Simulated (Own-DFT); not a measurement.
# Point defects and the pressure they add: 2H SiC

The numbers are computed, not measured, by runs of the plane-wave DFT program Own-DFT (in-house, retired, unreviewed) at fixed positions, with no spin and no spin-orbit coupling.

All runs used: PBE; PseudoDojo norm-conserving scalar-relativistic files; cutoff 42 hartree; 4 x 4 x 3 k mesh centred on Gamma; Fermi-Dirac smearing of 0.1 eV.

Keep in mind (not all hold for every row): some atoms lie very close together; not probed for a lower state with spin; forces on such cells passed a denser k mesh, each cell not checked; stress not checked against mesh or cutoff.

All runs share one cell, with vectors in Å (9.248, 0.000, 0.000); (-4.624, 8.009, 0.000); (0.000, 0.000, 10.068) and a volume of 745.7 Å³. Atoms were moved at random from their sites; u is the rms move along one axis. The defect's site can differ from row to row.

| cell | formula | u (Å) | P (GPa) |
|---|---|---|---|
| no defect | C36Si36 | 0.0317 | 3.86 |
| no defect | C36Si36 | 0.0580 | 5.73 |
| no defect | C36Si36 | 0.0644 | 7.15 |
| one C on a Si site | C37Si35 | 0.0305 | 1.97 |
| one C on a Si site | C37Si35 | 0.0330 | 2.08 |
| one C on a Si site | C37Si35 | 0.0507 | 3.61 |
| two N on a C site each | C34N2Si36 | 0.0306 | 2.83 |
| two N on a C site each | C34N2Si36 | 0.0311 | ? |
| two N on a C site each | C34N2Si36 | 0.0509 | 4.28 |
| two N on a C site each | C34N2Si36 | 0.0510 | 4.74 |
| one Si on a C site | C35Si37 | 0.0294 | 10.30 |
| one Si on a C site | C35Si37 | 0.0314 | 10.16 |
| one Si on a C site | C35Si37 | 0.0480 | 12.29 |
| two Al on a Si site each | Al2C36Si34 | 0.0289 | 5.93 |
| two Al on a Si site each | Al2C36Si34 | 0.0495 | 6.91 |
| two Al on a Si site each | Al2C36Si34 | 0.0500 | 7.57 |

## Analysis

P = P0 + c u² + a shift for each defect gives P0 = 2.69 GPa, c = 1020 ± 93 GPa/Å² and a scatter of 0.32 GPa. The shifts, and each times the cell's volume:

- one Si on a C site: 6.81 ± 0.29 GPa, 31.7 eV
- two Al on a Si site each: 2.15 ± 0.28 GPa, 10.0 eV (5.0 eV for each of its 2 sites)
- two N on a C site each: -0.83 ± 0.27 GPa, -3.8 eV (-1.9 eV for each of its 2 sites)
- one C on a Si site: -1.70 ± 0.29 GPa, -7.9 eV

Positive is outwards. The product with the volume (160.2 GPa Å³ to the eV) is nearly free of the cell's size; divided by the bulk modulus at the cell's pressure it gives the volume that the defect adds. The atoms around the defects weren't relaxed, which would change these numbers.

## Prediction

Asked: what pressure belongs in the blank (two N on a C site each, u = 0.0311 Å)?

From the fit: 2.85 ± 0.38 GPa. DFT gave 2.99 GPa.
